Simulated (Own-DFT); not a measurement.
Al3Ga5N8 (wurtzite random alloy, strained, atoms displaced), AlGa7N8 (wurtzite random alloy, strained, atoms displaced) (calculated)

Computed with Own-DFT development build. A calculation, not a measurement: plane-wave PBE density functional theory by an unreviewed code, no spin, of a simulated periodic cell, stress positive in tension, free energy of the whole cell less one offset for each atom, forces on such cells passed a denser k mesh, this cell's mesh not checked; offsets are fitted by least squares, one for each functional and potential file, so energies compare only between cells with the same atoms and settings and are not formation energies; the far tail of each file's local potential was reset to the Coulomb form; each entry is a single point on an unrelaxed cell, so the pressure reflects the starting lattice, mostly measured values, from which strain is counted, and rises with the displacements; printed positions are rounded, which can move forces by about a meV/angstrom; the program is a retired in-house code; no spin-orbit coupling.

Settings shared by all entries: functional PBE; potential files PseudoDojo norm-conserving, scalar-relativistic, standard set; wave cutoff 42 hartree; occupations Fermi-Dirac; smearing width 0.05 eV; k mesh 3 x 3 x 3 centred on Gamma.

```json
{"entry": 1, "formula": "Al3Ga5N8", "kind": "wurtzite random alloy, strained, atoms displaced", "structure": {"cell_angstrom": [[12.6089, 0.0, 0.0], [-6.3044, 10.9196, 0.0], [0.0, 0.0, 10.2177]], "atoms_fractional": [["Ga", 0.08815, 0.17343, 0.0033], ["Al", 0.15906, 0.07581, 0.25092], ["N", 0.0835, 0.16529, 0.19174], ["N", 0.17358, 0.08335, 0.43849], ["Ga", 0.08004, 0.16446, 0.50038], ["Al", 0.16676, 0.08073, 0.74743], ["N", 0.08606, 0.16605, 0.68673], ["N", 0.16472, 0.08943, 0.9334], ["Al", 0.08304, 0.41444, 0.00027], ["Ga", 0.17168, 0.33259, 0.24947], ["N", 0.07904, 0.41064, 0.19101], ["N", 0.17044, 0.33628, 0.43821], ["Ga", 0.07634, 0.4097, 0.49678], ["Al", 0.17116, 0.3322, 0.75654], ["N", 0.07936, 0.40954, 0.69226], ["N", 0.16519, 0.33272, 0.938], ["Ga", 0.07452, 0.66464, 0.00616], ["Al", 0.16658, 0.58555, 0.24379], ["N", 0.07475, 0.66789, 0.18756], ["N", 0.17146, 0.58727, 0.43952], ["Ga", 0.07092, 0.66393, 0.49984], ["Ga", 0.1675, 0.58833, 0.74144], ["N", 0.08438, 0.67044, 0.68173], ["N", 0.15967, 0.58452, 0.94534], ["Al", 0.08571, 0.92129, 0.99301], ["Ga", 0.16509, 0.83716, 0.24189], ["N", 0.08387, 0.91925, 0.18852], ["N", 0.17215, 0.83548, 0.44578], ["Ga", 0.08893, 0.92926, 0.50386], ["Al", 0.16144, 0.83676, 0.7465], ["N", 0.07703, 0.91412, 0.68184], ["N", 0.16865, 0.83814, 0.94594], ["Ga", 0.33309, 0.1685, 0.99509], ["Ga", 0.42449, 0.08975, 0.25634], ["N", 0.34162, 0.16736, 0.18903], ["N", 0.40687, 0.07546, 0.44324], ["Ga", 0.33783, 0.16794, 0.50087], ["Ga", 0.41254, 0.07759, 0.74951], ["N", 0.33054, 0.16791, 0.69945], ["N", 0.41874, 0.08612, 0.94781], ["Al", 0.34414, 0.42004, 0.99743], ["Ga", 0.42269, 0.33079, 0.25202], ["N", 0.32642, 0.42155, 0.19137], ["N", 0.41105, 0.33281, 0.43938], ["Al", 0.34052, 0.42593, 0.49793], ["Ga", 0.40772, 0.32831, 0.74781], ["N", 0.32895, 0.41138, 0.68176], ["N", 0.41744, 0.33069, 0.94845], ["Al", 0.33069, 0.66749, 0.9958], ["Ga", 0.41785, 0.58607, 0.25255], ["N", 0.33576, 0.66485, 0.19687], ["N", 0.41552, 0.58358, 0.43244], ["Ga", 0.33276, 0.6698, 0.50429], ["Ga", 0.41897, 0.58304, 0.74692], ["N", 0.33727, 0.67025, 0.69096], ["N", 0.42197, 0.58603, 0.94179], ["Ga", 0.33751, 0.9279, 0.99856], ["Al", 0.41222, 0.8307, 0.25322], ["N", 0.31979, 0.90917, 0.19337], ["N", 0.41484, 0.8366, 0.44318], ["Ga", 0.3375, 0.91074, 0.49236], ["Ga", 0.41319, 0.83429, 0.74532], ["N", 0.33667, 0.9226, 0.6935], ["N", 0.41565, 0.83262, 0.94276], ["Ga", 0.58785, 0.1747, 0.00173], ["Al", 0.66735, 0.08835, 0.25452], ["N", 0.5844, 0.16661, 0.18013], ["N", 0.66351, 0.08162, 0.43982], ["Al", 0.58951, 0.1674, 0.50517], ["Ga", 0.66754, 0.08276, 0.74939], ["N", 0.58449, 0.17147, 0.69227], ["N", 0.67007, 0.09276, 0.9443], ["Ga", 0.58219, 0.40578, 0.99911], ["Ga", 0.66641, 0.32879, 0.25514], ["N", 0.59024, 0.41943, 0.18317], ["N", 0.65915, 0.33027, 0.4446], ["Ga", 0.57997, 0.41762, 0.49226], ["Al", 0.67371, 0.33988, 0.75397], ["N", 0.58459, 0.42183, 0.68747], ["N", 0.66999, 0.33195, 0.93517], ["Al", 0.58627, 0.66571, 0.99371], ["Ga", 0.67061, 0.58582, 0.2577], ["N", 0.5838, 0.66495, 0.17784], ["N", 0.66898, 0.5782, 0.44898], ["Ga", 0.58769, 0.66863, 0.49455], ["Ga", 0.66059, 0.5767, 0.75883], ["N", 0.58401, 0.6686, 0.69191], ["N", 0.65893, 0.58662, 0.93978], ["Ga", 0.58397, 0.91904, 0.99612], ["Al", 0.67231, 0.829, 0.25629], ["N", 0.58091, 0.92338, 0.19184], ["N", 0.66565, 0.82829, 0.43859], ["Ga", 0.58324, 0.92155, 0.507], ["Al", 0.67579, 0.83614, 0.74831], ["N", 0.58195, 0.9157, 0.68543], ["N", 0.66853, 0.82895, 0.93948], ["Ga", 0.83505, 0.16155, 0.00227], ["Ga", 0.90964, 0.07757, 0.24806], ["N", 0.83545, 0.16902, 0.18344], ["N", 0.91193, 0.09082, 0.44221], ["Al", 0.82807, 0.16331, 0.49891], ["Al", 0.91753, 0.08319, 0.75787], ["N", 0.83133, 0.17024, 0.68735], ["N", 0.9095, 0.08237, 0.94805], ["Al", 0.84151, 0.41875, 0.99409], ["Ga", 0.92085, 0.33508, 0.25028], ["N", 0.83662, 0.42063, 0.19274], ["N", 0.90391, 0.32086, 0.42573], ["Ga", 0.8353, 0.41495, 0.49796], ["Al", 0.91418, 0.3304, 0.75026], ["N", 0.82733, 0.41193, 0.68986], ["N", 0.9112, 0.33318, 0.94067], ["Ga", 0.82953, 0.66813, 0.00276], ["Ga", 0.91961, 0.58959, 0.25353], ["N", 0.8327, 0.66463, 0.18296], ["N", 0.91712, 0.58507, 0.43552], ["Al", 0.83281, 0.66402, 0.50475], ["Ga", 0.91824, 0.57941, 0.74961], ["N", 0.84051, 0.6759, 0.67632], ["N", 0.91324, 0.58251, 0.9366], ["Ga", 0.82995, 0.91249, 0.99824], ["Ga", 0.9144, 0.83433, 0.25558], ["N", 0.83346, 0.91252, 0.19032], ["N", 0.90728, 0.82965, 0.43406], ["Al", 0.84205, 0.922, 0.50256], ["Al", 0.91627, 0.83645, 0.74689], ["N", 0.83736, 0.91426, 0.68622], ["N", 0.92671, 0.8402, 0.94562]]}, "results": {"free_energy_of_cell_above_offsets [eV]": "3.628", "pressure [GPa]": 8.49, "stress_xx [GPa]": -8.28, "stress_yy [GPa]": -8.75, "stress_zz [GPa]": -8.44, "stress_yz [GPa]": 0.17, "stress_xz [GPa]": 0.87, "stress_xy [GPa]": 0.43, "force_element": ["Ga", "Al", "N", "N", "Ga", "Al", "N", "N", "Al", "Ga", "N", "N", "Ga", "Al", "N", "N", "Ga", "Al", "N", "N", "Ga", "Ga", "N", "N", "Al", "Ga", "N", "N", "Ga", "Al", "N", "N", "Ga", "Ga", "N", "N", "Ga", "Ga", "N", "N", "Al", "Ga", "N", "N", "Al", "Ga", "N", "N", "Al", "Ga", "N", "N", "Ga", "Ga", "N", "N", "Ga", "Al", "N", "N", "Ga", "Ga", "N", "N", "Ga", "Al", "N", "N", "Al", "Ga", "N", "N", "Ga", "Ga", "N", "N", "Ga", "Al", "N", "N", "Al", "Ga", "N", "N", "Ga", "Ga", "N", "N", "Ga", "Al", "N", "N", "Ga", "Al", "N", "N", "Ga", "Ga", "N", "N", "Al", "Al", "N", "N", "Al", "Ga", "N", "N", "Ga", "Al", "N", "N", "Ga", "Ga", "N", "N", "Al", "Ga", "N", "N", "Ga", "Ga", "N", "N", "Al", "Al", "N", "N"], "force_x [eV/angstrom]": [-0.73, 1.336, 0.404, -1.757, 0.613, -0.972, -0.62, 0.778, -0.783, -1.77, 1.192, 0.434, 0.514, -1.204, 0.039, 0.815, 0.555, 0.077, 2.705, -1.718, 3.043, -0.007, -0.204, 1.748, 0.628, -1.273, -1.139, -2.029, 0.678, 1.271, 0.515, -1.053, -0.096, -0.57, -2.341, 2.648, -0.485, 0.624, 0.149, 0.068, -1.707, -1.344, 3.388, 0.168, -1.148, 1.672, -0.612, -1.014, 0.404, 0.814, -2.323, 0.647, 0.54, -0.174, -0.268, -1.134, 0.434, 0.183, 4.289, 3.566, -3.613, 0.661, -1.603, -0.254, -0.024, 0.541, 0.864, 0.158, -1.873, -0.928, 0.13, 0.369, 0.012, 0.387, -0.335, 1.261, -0.048, -2.089, 0.462, 0.817, -2.031, -0.38, 0.39, 0.093, -0.559, 0.482, 0.49, 2.629, 0.067, -1.965, 0.907, 0.619, 0.617, -1.491, 1.4, -0.921, -2.65, 0.285, -1.054, 1.195, -0.488, -0.03, 1.75, 3.135, -1.953, -1.188, -0.239, 0.421, -0.896, 0.041, 1.77, 2.212, 0.2, -1.042, -0.341, -2.161, -0.031, -0.911, -0.11, -0.516, 0.816, 1.387, -1.493, 0.832, -1.468, 1.022, -1.068, -1.13], "force_y [eV/angstrom]": [-1.245, 1.657, -0.886, 1.353, 1.236, 0.27, -0.345, -1.524, 0.369, -0.487, 2.226, -0.261, 0.741, -0.228, 0.281, 1.785, 1.079, -0.48, -0.076, -1.148, 1.714, -1.201, 0.507, -0.658, 0.559, -1.246, 0.319, -0.592, -3.123, -0.414, 0.962, -0.12, -1.227, -1.816, -0.639, 1.988, 0.129, 2.755, -1.842, 1.299, 0.29, 0.828, -0.191, 0.652, -1.536, 1.775, 0.949, 1.317, -0.232, -0.295, 1.235, 0.3, -0.451, -0.148, -0.853, -0.533, -2.571, 0.648, 1.903, -1.706, 1.606, 0.412, -2.689, -0.249, -1.253, -0.773, -0.102, 1.442, -0.208, 0.452, 0.238, -1.716, 1.944, 1.126, -0.297, -0.791, -1.325, -1.391, -2.227, 1.872, 0.859, -0.395, 0.976, 2.016, -1.109, 1.788, 0.875, -1.509, 0.118, 0.253, -0.892, 2.476, -1.529, -0.87, -0.269, 0.28, 2.024, 1.165, -0.971, -2.195, 0.625, 0.511, -0.629, -0.911, 0.062, -0.397, -0.4, 0.556, -0.138, 0.454, 0.353, 0.074, -0.121, -1.545, 0.816, -0.996, 0.575, 1.09, -0.659, -0.547, 0.434, -0.637, 0.071, 0.228, -0.533, -1.207, 1.541, -0.881], "force_z [eV/angstrom]": [0.325, -0.126, 0.301, -1.2, -0.543, 0.139, 1.821, -0.271, 0.121, 0.803, -1.369, 0.724, 0.055, -1.58, 0.145, 0.004, -1.21, 0.806, 0.945, -0.994, -0.801, 1.167, 1.886, -0.551, 1.52, 2.258, -1.105, -0.911, -1.824, 0.489, 2.912, -2.121, 1.376, -0.645, 0.054, 0.124, 0.784, 1.121, -1.392, -1.845, 1.403, -0.96, -2.155, 0.263, -0.4, 0.804, 0.494, -1.743, 1.009, -1.508, -1.831, 2.484, -0.925, 0.717, -0.002, -0.245, 1.4, -0.775, -0.66, -1.85, 2.045, 1.637, -1.016, -0.695, -1.131, -1.505, 3.028, -0.348, 0.415, 0.977, -0.631, -1.364, 0.016, -0.748, 1.63, -0.348, 1.978, -0.949, 0.405, -0.295, 1.232, -1.292, 1.579, -1.548, 1.536, -1.718, -0.611, 0.307, 1.112, -1.488, 0.829, 0.017, -2.071, 0.102, 2.179, -1.518, 0.1, 0.169, 2.076, -0.138, 0.598, -0.868, -0.292, -2.662, 1.849, -2.067, -1.417, 3.566, -0.165, 0.578, -0.305, -1.101, -1.292, -0.909, 1.826, 1.085, -1.761, -0.421, 3.212, 0.1, 0.892, -1.826, -0.193, 2.384, -0.814, 0.869, 0.571, -2.305]}}
{"entry": 2, "formula": "AlGa7N8", "kind": "wurtzite random alloy, strained, atoms displaced", "structure": {"cell_angstrom": [[13.0354, 0.0, 0.0], [-6.5177, 11.289, 0.0], [0.0, 0.0, 10.3192]], "atoms_fractional": [["Ga", 0.0828, 0.16401, 0.99979], ["Ga", 0.16877, 0.08243, 0.24859], ["N", 0.08783, 0.1701, 0.18533], ["N", 0.16051, 0.07959, 0.4401], ["Ga", 0.0775, 0.16084, 0.50044], ["Ga", 0.17067, 0.08027, 0.74853], ["N", 0.08522, 0.1721, 0.68891], ["N", 0.16707, 0.08163, 0.93852], ["Ga", 0.08301, 0.42014, 0.00412], ["Ga", 0.16712, 0.34457, 0.2517], ["N", 0.09014, 0.42514, 0.18126], ["N", 0.16122, 0.32706, 0.43115], ["Ga", 0.08275, 0.4174, 0.4964], ["Ga", 0.16447, 0.32878, 0.74658], ["N", 0.08408, 0.41386, 0.68369], ["N", 0.16962, 0.333, 0.93646], ["Ga", 0.07396, 0.65884, 0.99589], ["Ga", 0.15926, 0.58262, 0.24415], ["N", 0.08475, 0.66797, 0.18404], ["N", 0.17181, 0.58904, 0.43469], ["Ga", 0.082, 0.66485, 0.50663], ["Ga", 0.16975, 0.5867, 0.75156], ["N", 0.09164, 0.66482, 0.69135], ["N", 0.16115, 0.58482, 0.93977], ["Ga", 0.08783, 0.92144, 0.99608], ["Ga", 0.16464, 0.83011, 0.25183], ["N", 0.07557, 0.91091, 0.18538], ["N", 0.16194, 0.82425, 0.44144], ["Ga", 0.07972, 0.91139, 0.50099], ["Ga", 0.16335, 0.83301, 0.7417], ["N", 0.07991, 0.91224, 0.68156], ["N", 0.1657, 0.84044, 0.93479], ["Ga", 0.34155, 0.16801, 0.01039], ["Ga", 0.41064, 0.08119, 0.2441], ["N", 0.33368, 0.17215, 0.19231], ["N", 0.41965, 0.0823, 0.43824], ["Ga", 0.33309, 0.16142, 0.49978], ["Ga", 0.41739, 0.0862, 0.74902], ["N", 0.33464, 0.17237, 0.68512], ["N", 0.41645, 0.08389, 0.94099], ["Ga", 0.33707, 0.42496, 0.00152], ["Ga", 0.42321, 0.33266, 0.25931], ["N", 0.33039, 0.41527, 0.18856], ["N", 0.41089, 0.33216, 0.44297], ["Ga", 0.33966, 0.416, 0.50661], ["Ga", 0.40934, 0.33081, 0.74274], ["N", 0.33966, 0.42, 0.69596], ["N", 0.41771, 0.33988, 0.93585], ["Ga", 0.32547, 0.65894, 0.99905], ["Ga", 0.4126, 0.58405, 0.25255], ["N", 0.32907, 0.66516, 0.19564], ["N", 0.42103, 0.59391, 0.43824], ["Ga", 0.33426, 0.66652, 0.50194], ["Ga", 0.41713, 0.58008, 0.74534], ["N", 0.33454, 0.66808, 0.6735], ["N", 0.41907, 0.5766, 0.94031], ["Ga", 0.33406, 0.92382, 0.99949], ["Ga", 0.42373, 0.83642, 0.24654], ["N", 0.33197, 0.91928, 0.1932], ["N", 0.41734, 0.83833, 0.43479], ["Ga", 0.3339, 0.91972, 0.49815], ["Al", 0.41459, 0.82918, 0.74997], ["N", 0.33352, 0.91766, 0.68912], ["N", 0.4209, 0.83946, 0.93719], ["Ga", 0.58154, 0.16959, 0.00572], ["Ga", 0.67122, 0.07956, 0.2555], ["N", 0.58276, 0.16871, 0.18886], ["N", 0.67589, 0.08926, 0.43898], ["Ga", 0.57902, 0.17281, 0.5001], ["Ga", 0.66565, 0.08565, 0.74002], ["N", 0.58903, 0.1674, 0.68255], ["N", 0.66219, 0.08247, 0.93377], ["Ga", 0.59012, 0.42463, 0.99791], ["Ga", 0.66391, 0.32859, 0.24427], ["N", 0.58797, 0.41752, 0.19132], ["N", 0.66681, 0.33103, 0.44744], ["Al", 0.56609, 0.40788, 0.50018], ["Ga", 0.66841, 0.32696, 0.74364], ["N", 0.58523, 0.41838, 0.68179], ["N", 0.66899, 0.3374, 0.94009], ["Ga", 0.58377, 0.66586, 0.00333], ["Al", 0.6584, 0.57311, 0.25055], ["N", 0.59051, 0.67832, 0.19102], ["N", 0.6666, 0.58694, 0.43476], ["Ga", 0.58441, 0.66732, 0.49441], ["Ga", 0.66837, 0.58616, 0.75707], ["N", 0.58646, 0.67115, 0.68666], ["N", 0.6707, 0.58145, 0.93813], ["Ga", 0.58407, 0.92022, 0.00246], ["Al", 0.66407, 0.83596, 0.25108], ["N", 0.58374, 0.90974, 0.19075], ["N", 0.67128, 0.8398, 0.43424], ["Ga", 0.58562, 0.91948, 0.48615], ["Al", 0.66077, 0.82867, 0.75992], ["N", 0.58503, 0.91649, 0.68372], ["N", 0.67454, 0.84017, 0.93599], ["Ga", 0.82969, 0.1608, 0.99138], ["Ga", 0.91433, 0.08353, 0.25918], ["N", 0.83817, 0.17176, 0.1909], ["N", 0.91496, 0.0881, 0.43721], ["Ga", 0.82905, 0.16699, 0.49992], ["Ga", 0.92029, 0.08896, 0.74104], ["N", 0.84215, 0.16877, 0.69183], ["N", 0.91603, 0.08449, 0.93721], ["Ga", 0.83139, 0.4184, 0.99021], ["Ga", 0.91588, 0.33223, 0.25596], ["N", 0.8333, 0.4183, 0.19461], ["N", 0.91706, 0.33647, 0.43059], ["Al", 0.83549, 0.41424, 0.50022], ["Al", 0.91689, 0.33257, 0.74613], ["N", 0.82851, 0.40423, 0.69836], ["N", 0.91572, 0.32785, 0.939], ["Ga", 0.83535, 0.66602, 0.99837], ["Ga", 0.91701, 0.58619, 0.25748], ["N", 0.83876, 0.66826, 0.18026], ["N", 0.91263, 0.58055, 0.43506], ["Al", 0.83017, 0.66138, 0.48967], ["Ga", 0.91475, 0.58369, 0.74859], ["N", 0.83326, 0.66406, 0.68345], ["N", 0.92104, 0.5835, 0.93795], ["Ga", 0.83454, 0.91447, 0.0087], ["Ga", 0.91274, 0.83323, 0.25292], ["N", 0.83222, 0.91532, 0.19366], ["N", 0.9133, 0.837, 0.43369], ["Ga", 0.83793, 0.92334, 0.5014], ["Ga", 0.9173, 0.83523, 0.74776], ["N", 0.83452, 0.92288, 0.69722], ["N", 0.92071, 0.84088, 0.9469]]}, "results": {"free_energy_of_cell_above_offsets [eV]": "22.717", "pressure [GPa]": -1.4, "stress_xx [GPa]": 4.68, "stress_yy [GPa]": 4.44, "stress_zz [GPa]": -4.92, "stress_yz [GPa]": -0.3, "stress_xz [GPa]": -0.33, "stress_xy [GPa]": 0.41, "force_element": ["Ga", "Ga", "N", "N", "Ga", "Ga", "N", "N", "Ga", "Ga", "N", "N", "Ga", "Ga", "N", "N", "Ga", "Ga", "N", "N", "Ga", "Ga", "N", "N", "Ga", "Ga", "N", "N", "Ga", "Ga", "N", "N", "Ga", "Ga", "N", "N", "Ga", "Ga", "N", "N", "Ga", "Ga", "N", "N", "Ga", "Ga", "N", "N", "Ga", "Ga", "N", "N", "Ga", "Ga", "N", "N", "Ga", "Ga", "N", "N", "Ga", "Al", "N", "N", "Ga", "Ga", "N", "N", "Ga", "Ga", "N", "N", "Ga", "Ga", "N", "N", "Al", "Ga", "N", "N", "Ga", "Al", "N", "N", "Ga", "Ga", "N", "N", "Ga", "Al", "N", "N", "Ga", "Al", "N", "N", "Ga", "Ga", "N", "N", "Ga", "Ga", "N", "N", "Ga", "Ga", "N", "N", "Al", "Al", "N", "N", "Ga", "Ga", "N", "N", "Al", "Ga", "N", "N", "Ga", "Ga", "N", "N", "Ga", "Ga", "N", "N"], "force_x [eV/angstrom]": [-0.39, -1.565, -0.475, 1.162, 0.31, -1.081, 1.112, 0.68, 0.274, 1.033, -0.991, 0.44, 0.651, -0.131, -0.947, -0.524, 1.061, 0.82, -0.773, -0.795, 0.56, 0.961, -2.198, 1.13, -0.607, -0.533, 1.202, -0.162, -0.219, 0.809, 0.063, 1.069, -1.726, 0.884, 0.782, -1.114, -1.02, 0.352, 0.522, 0.258, -0.064, -1.599, 1.074, 1.296, -2.614, 2.067, -1.46, 0.986, 0.743, 0.574, 0.195, 0.577, -0.581, 0.062, 0.124, -0.968, -0.032, -1.671, 0.381, 0.259, 0.292, 0.438, 0.438, -0.551, 0.992, -0.361, 0.083, -2.181, 1.482, 1.356, -1.594, -0.131, -0.832, 1.083, -0.89, -0.84, 2.965, -1.824, -0.375, -0.622, 0.102, 0.485, 0.311, 0.524, 0.11, -0.121, 0.045, -0.495, 0.451, 1.92, -0.025, 0.041, -0.099, 0.347, -0.447, -0.921, 0.102, 0.945, -0.427, 0.254, 1.519, 0.605, -2.198, 0.548, 1.36, -0.228, 0.077, -0.419, -0.893, 1.111, 1.289, -0.427, 0.333, 0.206, -1.359, -0.068, -0.586, 0.605, -0.058, -1.857, -0.238, 0.326, -1.32, 0.784, -0.816, -0.731, -0.135, 0.306], "force_y [eV/angstrom]": [0.552, -0.305, -0.238, -0.039, 1.052, 0.276, -1.58, 0.989, -1.547, -1.616, -0.938, 0.894, 0.254, 1.409, 0.408, 0.545, 2.571, 0.888, -0.142, -0.951, -0.601, -1.34, 0.248, -0.249, -0.677, 0.159, 0.931, 1.325, 0.124, 0.146, 0.629, -1.198, 1.136, 0.535, -0.494, 0.383, -0.298, -0.326, -1.438, 0.88, -2.938, 0.662, 0.731, -0.646, 0.866, 0.922, -0.591, -0.791, 1.269, -0.058, 0.515, -1.717, 0.792, 1.404, 0.327, 2.686, -1.759, -0.901, -0.486, -0.185, -1.016, 1.116, -0.14, -1.231, -0.034, 0.951, -1.363, -0.764, -0.936, -1.363, -0.426, 0.441, -1.918, 1.024, 0.025, 1.65, 1.718, 0.929, -0.456, -0.731, 0.9, 2.513, -1.922, -1.598, 1.214, -0.573, -0.037, 1.293, -0.286, -0.325, 1.479, -0.51, -0.3, 1.471, -0.776, -1.213, 0.622, 0.299, -1.115, -0.327, 1.013, -1.016, 1.182, -0.519, -0.78, 0.609, -0.078, 0.175, -0.032, -0.283, 1.841, 1.092, 1.087, -0.357, -0.865, -0.236, 0.771, -0.446, 0.421, -0.509, 1.193, -0.213, 0.275, -1.478, -0.719, -0.013, -1.359, -1.493], "force_z [eV/angstrom]": [-0.308, -0.14, 1.189, 0.096, -0.526, 0.208, -0.517, -0.213, -2.288, -1.348, 1.949, 2.119, -0.254, 0.905, 0.856, 0.251, 0.723, 0.88, 0.38, 0.373, -1.15, -0.571, -0.001, -0.439, 0.681, -0.613, 0.863, 0.042, -1.78, 1.09, 1.291, -0.185, -2.119, 0.785, 0.781, -0.358, -0.615, -0.007, 0.245, -0.369, 0.102, -1.842, 0.93, 0.043, -0.784, 1.873, -1.524, 0.579, 0.617, -0.751, -1.289, 0.509, -3.295, 0.43, 4.991, -0.947, -0.112, 0.256, -0.702, 0.263, 0.065, -0.713, 0.201, -0.281, -1.352, -1.284, 0.743, 0.123, -0.809, 0.809, 0.873, 0.486, -0.22, 1.26, 0.062, -0.86, 0.339, 0.778, 0.397, -0.511, -0.181, -0.295, 0.355, -0.171, 0.313, -2.307, 0.782, 0.816, -1.028, 0.006, -0.114, -0.139, 1.763, -2.221, 0.691, 1.044, 0.817, -2.778, -0.44, 1.799, 0.549, 1.943, -0.89, -0.032, 1.466, -3.1, -0.858, 3.299, -0.084, 1.055, -2.119, -0.987, -0.284, -2.725, 2.188, 2.884, 0.818, -0.252, -0.465, -0.927, -1.024, -1.563, 0.542, 1.887, 0.418, 0.738, -1.041, -1.508]}}
```
